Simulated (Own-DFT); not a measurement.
## Calculated data, SiC (2H silicon carbide, atoms displaced), SiC (4H silicon carbide, atoms displaced), Si3N4 (beta silicon nitride, strained, atoms displaced)

A calculation, not a measurement: plane-wave PBE density functional theory by an unreviewed code, no spin, of a simulated periodic cell, stress positive in tension, free energy of the whole cell less one offset for each atom, forces on such cells passed a denser k mesh, this cell's mesh not checked; offsets are fitted by least squares, one for each functional and potential file, so energies compare only between cells with the same atoms and settings and are not formation energies; the far tail of each file's local potential was reset to the Coulomb form; each entry is a single point on an unrelaxed cell, so the pressure reflects the starting lattice, mostly measured values (interpolated for alloys), from which strain is counted, and rises with the displacements; printed positions are rounded, which can move forces by about a meV/angstrom; the program, named Own-DFT, is a retired in-house code; no spin-orbit coupling. Program: Own-DFT development build.

Common to all runs: functional PBE; potential files PseudoDojo norm-conserving, scalar-relativistic, standard set; wave cutoff 42 hartree; occupations Fermi-Dirac; smearing width 0.1 eV.

(1) SiC (2H silicon carbide, atoms displaced)

```
cell vectors (Å)
   9.2481     0.0000     0.0000
  -4.6241     8.0091     0.0000
   0.0000     0.0000    10.0681
atoms (fractions of the cell vectors)
Si  0.99773  0.01030  0.99665
Si  0.10509  0.21185  0.24613
C   0.99437  0.98664  0.19268
C   0.12170  0.22205  0.43272
Si  0.99216  0.99010  0.50170
Si  0.11514  0.22879  0.75179
C   0.99977  0.00612  0.68548
C   0.11153  0.22362  0.94514
Si  0.00847  0.33181  0.00100
Si  0.11476  0.55715  0.25629
C   0.99319  0.32045  0.17718
C   0.10981  0.54744  0.44051
Si  0.99028  0.33110  0.49748
Si  0.11365  0.55422  0.74518
C   0.00619  0.32819  0.69153
C   0.11597  0.56592  0.93240
Si  0.00570  0.67055  0.00173
Si  0.11046  0.86977  0.24671
C   0.00973  0.66528  0.20449
C   0.10058  0.89024  0.43614
Si  0.99246  0.65848  0.50684
Si  0.11360  0.88099  0.74360
C   0.00070  0.67051  0.68493
C   0.10240  0.86884  0.93304
Si  0.32543  0.99494  0.99344
Si  0.42972  0.22376  0.24540
C   0.32504  0.00147  0.18950
C   0.44488  0.22134  0.44013
Si  0.33845  0.00228  0.49634
Si  0.44166  0.21704  0.75489
C   0.31799  0.99198  0.68870
C   0.43970  0.22121  0.94940
Si  0.32990  0.33955  0.99778
Si  0.44338  0.55356  0.25148
C   0.32596  0.33561  0.18300
C   0.44540  0.55408  0.44047
Si  0.33683  0.32428  0.49350
Si  0.44839  0.55906  0.74580
C   0.33246  0.33411  0.69868
C   0.45013  0.56647  0.92057
Si  0.35119  0.66677  0.99963
Si  0.43203  0.88900  0.24882
C   0.33373  0.66020  0.18825
C   0.45500  0.88791  0.43729
Si  0.33128  0.66785  0.48902
Si  0.45058  0.89057  0.74742
C   0.32539  0.66673  0.68576
C   0.45105  0.90329  0.95159
Si  0.67302  0.99624  0.99678
Si  0.77792  0.22272  0.26051
C   0.67241  0.01420  0.19746
C   0.77106  0.21136  0.43649
Si  0.66132  0.00584  0.49962
Si  0.76845  0.22419  0.76353
C   0.66375  0.00298  0.69540
C   0.77363  0.21979  0.92856
Si  0.66743  0.33737  0.00188
Si  0.78101  0.55136  0.24781
C   0.66138  0.33010  0.19382
C   0.77263  0.55557  0.43042
Si  0.65727  0.33011  0.50369
Si  0.76807  0.54951  0.74643
C   0.65193  0.31342  0.69023
C   0.77817  0.55463  0.94207
Si  0.66200  0.67195  0.00377
Si  0.78868  0.89209  0.24384
C   0.67438  0.68717  0.18259
C   0.76968  0.88481  0.43776
Si  0.67434  0.65836  0.51046
Si  0.78913  0.89489  0.74315
C   0.66583  0.67121  0.69551
C   0.77669  0.89164  0.93125
```

- hardware: one NVIDIA H100
- k mesh: 4 x 4 x 3 centred on Gamma
- free energy of cell above offsets: -2.843 eV
- pressure: 6.18 GPa
- stress xx: -5.32 GPa
- stress yy: -6.03 GPa
- stress zz: -7.19 GPa
- stress yz: -0.11 GPa
- stress xz: 1.03 GPa
- stress xy: -1.09 GPa
- wall time: 362.9 s

Force:
```
element  x (eV/Å)  y (eV/Å)  z (eV/Å)
     Si     1.386    -3.345     1.068
     Si    -0.278     0.364     0.666
      C     2.541     1.755     -2.48
      C    -2.323     -0.88     0.508
     Si    -0.939     2.065     -1.13
     Si     0.471    -1.498     0.179
      C     1.958      -0.3     0.717
      C     0.698     0.249    -2.164
     Si    -3.339     1.693    -1.765
     Si     1.176    -2.507    -1.326
      C    -0.241     1.455     3.534
      C    -1.344     1.023    -0.353
     Si     2.891    -1.343     1.221
     Si    -0.987    -0.294     0.884
      C    -3.332     1.124    -1.107
      C     1.534    -1.542     1.256
     Si     -0.17    -2.948     0.767
     Si    -2.394     4.834     2.237
      C    -1.406    -3.009    -3.634
      C     3.146    -1.722     0.137
     Si     0.374     1.402    -2.599
     Si    -3.222     0.522     1.586
      C    -0.688    -2.936      0.59
      C    -0.848     4.721    -0.347
     Si    -0.289     0.428     1.641
     Si     2.115    -0.207     0.477
      C     0.378    -0.471     -0.69
      C     0.457    -0.663    -1.447
     Si    -1.506    -1.685     0.594
     Si    -1.963     -0.67     0.744
      C     3.731     2.047    -0.863
      C    -0.057     0.384    -1.676
     Si     1.467     0.131    -0.324
     Si     0.885      0.95     0.555
      C     0.385     0.382     0.267
      C     0.769    -0.495    -0.046
     Si    -2.455     1.893     2.122
     Si    -1.888    -0.242    -1.814
      C       1.4    -0.008    -1.902
      C     0.949    -1.527     3.946
     Si    -4.204      1.55    -0.274
     Si     3.029     0.652    -0.475
      C    -0.583     0.944     0.216
      C    -3.723     -0.18     -0.79
     Si     1.305     -0.73     2.505
     Si    -2.123    -0.908     1.432
      C     2.214     0.742    -0.956
      C     1.214    -2.499    -2.209
     Si    -2.113     2.407     1.772
     Si    -0.232     0.495    -3.179
      C     0.196    -2.957    -2.066
      C    -0.658     3.184     1.794
     Si     2.935    -2.235     1.487
     Si     2.704    -0.831    -5.023
      C     1.305     0.344     -1.89
      C     0.749     0.805     5.983
     Si     0.473    -1.326     0.622
     Si    -1.418     0.931    -0.487
      C     -0.05     0.378    -0.593
      C     1.599    -1.441     2.251
     Si     1.603     0.139    -0.961
     Si      1.19     0.284      1.73
      C     0.025     3.083    -0.812
      C    -0.629     0.598    -0.374
     Si     1.886    -0.155     -2.07
     Si     -3.87     0.901     2.969
      C     0.158    -4.402     0.772
      C     0.835    -0.046     0.707
     Si    -3.271     2.108    -2.036
     Si    -2.304     0.046     1.101
      C     1.449    -0.618    -1.392
      C     1.268    -0.397     0.219
```

(2) SiC (4H silicon carbide, atoms displaced)

```
cell vectors (Å)
   6.1654     0.0000     0.0000
  -3.0827     5.3394     0.0000
   0.0000     0.0000    10.0681
atoms (fractions of the cell vectors)
Si  0.98418  0.97938  0.40667
Si  0.20620  0.34448  0.16013
C   0.01804  0.01753  0.10918
C   0.14708  0.32384  0.34699
Si  0.97757  0.50661  0.40122
Si  0.18117  0.83747  0.16898
C   0.98611  0.49228  0.09770
C   0.16164  0.83154  0.34905
Si  0.48413  0.00260  0.40604
Si  0.65402  0.32127  0.15165
C   0.49924  0.99702  0.10752
C   0.64897  0.31990  0.34413
Si  0.46970  0.46151  0.38971
Si  0.63824  0.82090  0.16055
C   0.48434  0.46370  0.09134
C   0.68934  0.86096  0.33974
Si  0.00853  0.98374  0.89699
Si  0.79965  0.63048  0.65965
C   0.01400  0.00772  0.60651
C   0.84681  0.67539  0.82683
Si  0.95403  0.48723  0.90142
Si  0.83227  0.16760  0.65580
C   0.03435  0.46951  0.59708
C   0.83700  0.19394  0.81689
Si  0.51208  0.00813  0.92750
Si  0.33321  0.66524  0.66005
C   0.51339  0.01069  0.59334
C   0.32354  0.64672  0.85777
Si  0.45878  0.50451  0.89161
Si  0.32662  0.17800  0.65616
C   0.49377  0.50039  0.60799
C   0.34013  0.16150  0.84126
```

- hardware: one NVIDIA H100
- k mesh: 5 x 5 x 3 centred on Gamma
- free energy of cell above offsets: 7.471 eV
- pressure: 13.29 GPa
- stress xx: -16.73 GPa
- stress yy: -11.1 GPa
- stress zz: -12.04 GPa
- stress yz: -0.12 GPa
- stress xz: -2.19 GPa
- stress xy: 0.26 GPa
- wall time: 120.2 s

Force:
```
element  x (eV/Å)  y (eV/Å)  z (eV/Å)
     Si      1.02     3.091     2.474
     Si    -8.075    -3.284      1.03
      C    -0.797    -2.924     -2.76
      C         0     0.371    -0.921
     Si      3.28    -2.104     2.244
     Si    -3.824    -1.623    -2.561
      C     1.211      0.77     -0.45
      C     0.023      -0.3     0.015
     Si     3.004    -1.367     2.011
     Si     2.273     1.641     1.881
      C    -0.257    -0.442    -1.329
      C     0.198     0.849    -1.097
     Si     -0.64     4.183     3.487
     Si     5.384     0.233    -0.134
      C     2.462     5.523    -2.637
      C     -4.22    -4.134     0.453
     Si    -1.259     2.807     1.633
     Si     4.303     3.341    -3.053
      C    -2.524    -3.596    -3.098
      C    -2.869    -0.695     4.331
     Si     3.803     0.885     1.766
     Si     1.118    -2.277    -5.175
      C    -5.669     2.618    -3.125
      C     0.054    -2.965     10.06
     Si    -0.512    -0.789     -4.97
     Si     0.676     2.511     0.845
      C    -2.084    -1.091    -0.488
      C    -10.34     7.594    -3.192
     Si        12    -6.784     4.105
     Si     3.107    -1.839     0.777
      C    -0.599    -0.652    -3.417
      C    -0.248     0.448     1.287
```

(3) SiC (4H silicon carbide, atoms displaced)

```
cell vectors (Å)
   6.1654     0.0000     0.0000
  -3.0827     5.3394     0.0000
   0.0000     0.0000    10.0681
atoms (fractions of the cell vectors)
Si  0.03101  0.00360  0.43035
Si  0.17201  0.32537  0.17182
C   0.01004  0.00318  0.10756
C   0.13653  0.30839  0.35768
Si  0.98144  0.49116  0.41397
Si  0.13826  0.81955  0.15062
C   0.97773  0.48908  0.09217
C   0.16603  0.79425  0.34865
Si  0.47943  0.96951  0.40484
Si  0.68424  0.35865  0.14144
C   0.50021  0.02819  0.09482
C   0.67018  0.34966  0.34035
Si  0.53829  0.48311  0.41069
Si  0.69070  0.86422  0.16340
C   0.46136  0.49959  0.08917
C   0.67574  0.82256  0.34490
Si  0.96284  0.95202  0.91174
Si  0.82525  0.68586  0.65258
C   0.99170  0.99923  0.59760
C   0.83428  0.66768  0.85142
Si  0.97400  0.51955  0.88976
Si  0.85059  0.15848  0.64904
C   0.99269  0.49346  0.58902
C   0.80208  0.12511  0.83717
Si  0.51649  0.01039  0.91260
Si  0.34485  0.66543  0.66453
C   0.49582  0.99271  0.59090
C   0.31813  0.63350  0.84473
Si  0.47147  0.46949  0.91261
Si  0.33128  0.19624  0.65388
C   0.48573  0.49886  0.57635
C   0.34139  0.15344  0.84410
```

* hardware: one NVIDIA H100
* k mesh: 5 x 5 x 3 centred on Gamma
* free energy of cell above offsets: 6.633 eV
* pressure: 12.58 GPa
* stress xx: -14.18 GPa
* stress yy: -12.21 GPa
* stress zz: -11.37 GPa
* stress yz: 0.01 GPa
* stress xz: 4.81 GPa
* stress xy: 2.71 GPa
* wall time: 123.1 s

Force:
```
element  x (eV/Å)  y (eV/Å)  z (eV/Å)
     Si    -1.636    -2.001    -7.033
     Si    -2.452     0.388     0.187
      C     -1.96     0.151    -3.143
      C     2.267     1.411    -0.853
     Si     2.096    -1.815    -1.519
     Si     4.266    -0.255     2.364
      C     4.681     2.748    -2.495
      C    -2.424     3.157    -1.575
     Si     2.935     1.451     0.208
     Si    -6.042    -2.498     3.672
      C     0.977    -2.344     0.546
      C     5.363     -5.81    -3.309
     Si    -9.025     4.705    -1.939
     Si    -2.865    -2.312    -0.039
      C      4.19     2.144     1.433
      C     0.089     0.199     1.536
     Si     0.588     8.757     1.806
     Si     1.643    -3.922     1.026
      C     3.395    -0.016     1.748
      C    -7.182    -1.887    -4.917
     Si     9.715    -6.836     3.637
     Si    -6.751     1.908     1.886
      C    -0.161     0.942     3.626
      C     3.356     2.969    -0.453
     Si    -2.516    -3.064    -0.368
     Si    -2.582     0.761    -2.362
      C    -0.216      0.95     0.433
      C    -1.253      1.75     0.122
     Si    -0.541      0.63    -0.502
     Si     3.266    -3.684     1.649
      C     1.053     1.564     5.151
      C    -2.275    -0.142    -0.524
```

(4) Si3N4 (beta silicon nitride, strained, atoms displaced)

```
cell vectors (Å)
   7.5668    -0.0204     0.1166
  -3.8011     6.5831    -0.0574
   0.1338     0.0013     8.8976
atoms (fractions of the cell vectors)
Si  0.17344  0.78172  0.08372
Si  0.22926  0.40903  0.07851
Si  0.59848  0.84187  0.08240
Si  0.82775  0.23293  0.23945
Si  0.77494  0.59441  0.24753
Si  0.39677  0.16194  0.25081
N   0.33365  0.02322  0.09296
N   0.96370  0.29437  0.09018
N   0.69932  0.67749  0.08431
N   0.65986  0.96601  0.25473
N   0.03574  0.70465  0.24846
N   0.31344  0.32505  0.25011
N   0.33240  0.66585  0.08647
N   0.66408  0.34010  0.25276
Si  0.18493  0.78009  0.41189
Si  0.22652  0.40242  0.42442
Si  0.59546  0.82855  0.41298
Si  0.83605  0.23305  0.58987
Si  0.77715  0.61263  0.57626
Si  0.40341  0.16890  0.58176
N   0.32280  0.02528  0.41661
N   0.96705  0.31587  0.41059
N   0.70046  0.66507  0.42117
N   0.66431  0.96816  0.57849
N   0.03357  0.70984  0.58922
N   0.29380  0.32822  0.59344
N   0.33895  0.67659  0.41740
N   0.66177  0.31884  0.59224
Si  0.17980  0.77473  0.74670
Si  0.22950  0.40306  0.75686
Si  0.59275  0.84571  0.76006
Si  0.82607  0.23122  0.92222
Si  0.76519  0.60031  0.91712
Si  0.40059  0.16498  0.91936
N   0.33391  0.02626  0.74052
N   0.96266  0.30344  0.74784
N   0.68944  0.65650  0.75406
N   0.66336  0.95907  0.92872
N   0.02274  0.69692  0.90994
N   0.30648  0.34123  0.92002
N   0.34176  0.67145  0.74344
N   0.65926  0.31561  0.91250
```

* k mesh: 3 x 3 x 3 centred on Gamma
* free energy of cell above offsets: -2.411 eV
* pressure: 4.74 GPa
* stress xx: -5.6 GPa
* stress yy: -7.54 GPa
* stress zz: -1.09 GPa
* stress yz: 1.41 GPa
* stress xz: 4.01 GPa
* stress xy: -3.65 GPa

Force:
```
element  x (eV/Å)  y (eV/Å)  z (eV/Å)
     Si     0.758    -5.007    -1.422
     Si     1.475     0.312     3.407
     Si    -0.049    -5.415     4.965
     Si    -3.491     -0.57     6.547
     Si    -2.002     0.707     0.288
     Si     1.843      2.33      1.44
      N    -0.146     2.542    -3.042
      N     2.395     0.984    -5.007
      N     1.105    -0.257     0.689
      N     0.583      2.22    -1.889
      N    -0.379     0.103      0.62
      N    -4.633     2.015    -0.097
      N      -1.2     1.107    -0.482
      N     1.583    -2.636    -0.747
     Si    -1.192    -4.008     1.335
     Si     0.976     1.036    -1.591
     Si     0.885     -1.09     1.987
     Si    -3.378    -0.668    -3.595
     Si     0.483    -3.558     3.885
     Si     0.423     1.782    -0.379
      N     0.084     3.046     -0.08
      N     0.991    -0.859     0.715
      N    -1.224     1.389    -2.736
      N     1.137     0.884     2.002
      N     0.749     0.245    -2.105
      N     0.332    -0.894    -1.985
      N    -0.049    -2.427    -0.076
      N    -0.155     2.782    -0.903
     Si    -0.337    -2.409    -0.074
     Si     0.039     1.752    -0.692
     Si     2.251    -3.432    -3.298
     Si    -0.484    -0.112     -0.78
     Si    -0.402    -1.863      -0.6
     Si     -0.09     0.781     -0.99
      N    -0.423     1.049     3.229
      N     2.436     0.217     3.284
      N    -1.199     2.133    -0.748
      N     0.332     5.219    -4.003
      N     1.986     1.403      1.87
      N     0.718    -2.172    -0.943
      N    -2.015    -0.988     0.944
      N    -0.717     2.328     1.057
```

(5) SiC (2H silicon carbide, atoms displaced)

```
cell vectors (Å)
   6.1654     0.0000     0.0000
  -3.0827     5.3394     0.0000
   0.0000     0.0000    10.0681
atoms (fractions of the cell vectors)
Si  0.00562  0.98820  0.99206
Si  0.17684  0.31213  0.25725
C   0.97345  0.99206  0.18320
C   0.14057  0.30959  0.43019
Si  0.01159  0.02431  0.51749
Si  0.16446  0.31799  0.73928
C   0.99360  0.99448  0.67990
C   0.15876  0.36015  0.94662
Si  0.01164  0.50740  0.99732
Si  0.15800  0.81213  0.25169
C   0.96198  0.47427  0.19246
C   0.15306  0.82919  0.43491
Si  0.98615  0.49762  0.48264
Si  0.16299  0.82431  0.75214
C   0.99832  0.50772  0.70248
C   0.16942  0.84326  0.93759
Si  0.49575  0.99942  0.02402
Si  0.67391  0.32002  0.25732
C   0.46325  0.95595  0.17971
C   0.67856  0.32650  0.43859
Si  0.47840  0.96840  0.49803
Si  0.65955  0.34470  0.74254
C   0.50281  0.00485  0.68141
C   0.67265  0.32324  0.94612
Si  0.48672  0.51008  0.99124
Si  0.64680  0.82022  0.23595
C   0.47988  0.50230  0.20135
C   0.67442  0.84448  0.44155
Si  0.47006  0.46820  0.50993
Si  0.67129  0.83725  0.73807
C   0.50278  0.49519  0.68782
C   0.67324  0.85013  0.94360
```

* hardware: one NVIDIA H100
* k mesh: 5 x 5 x 3 centred on Gamma

Question: What stress zz does the calculation give for SiC (2H silicon carbide, atoms displaced) (entry 5)?
Answer: -15.52 GPa

Question: Give the missing stress yy for SiC (2H silicon carbide, atoms displaced) (entry 5).
Answer: -6.88 GPa

Question: Give the table of force values for SiC (2H silicon carbide, atoms displaced) (entry 5).
Answer: 
Force:
```
element  x (eV/Å)  y (eV/Å)  z (eV/Å)
     Si     -3.16     2.846     2.521
     Si    -3.891    -0.956     -2.92
      C      3.08    -0.174    -0.138
      C     1.092     2.726      3.47
     Si    -1.105    -4.361    -7.914
     Si     -2.08     2.545     3.423
      C     1.482    -0.114     5.871
      C     5.537    -4.769    -3.785
     Si    -5.534     0.954     2.391
     Si    -3.554    -0.521    -0.606
      C     5.331     2.765    -1.682
      C     0.324     0.792      0.75
     Si     2.351      1.07     3.143
     Si     1.206     2.071     0.079
      C     0.813     -2.12    -3.462
      C     1.932    -0.781    -0.319
     Si     0.471      1.73    -10.87
     Si    -5.032    -1.316    -0.282
      C    -0.005     1.977      8.19
      C    -4.719    -2.573      0.29
     Si     0.927     2.086    -0.296
     Si     3.595    -3.087     3.213
      C    -0.971    -0.577     0.902
      C    -2.568     1.271    -1.117
     Si     2.636    -0.609     1.944
     Si     1.634     1.125     3.785
      C     3.214    -2.306    -2.678
      C    -0.055    -2.327    -0.361
     Si     1.938     2.866    -4.134
     Si    -2.094     0.148     2.493
      C    -2.654      0.85     0.134
      C    -0.141    -1.232    -2.037
```

Further results for SiC (2H silicon carbide, atoms displaced) (entry 5):

- free energy of cell above offsets: 4.378 eV
- pressure: 10.95 GPa
- stress xx: -10.45 GPa
- stress yz: 1.6 GPa
- stress xz: 2.23 GPa
- stress xy: -2.15 GPa
- wall time: 120.6 s
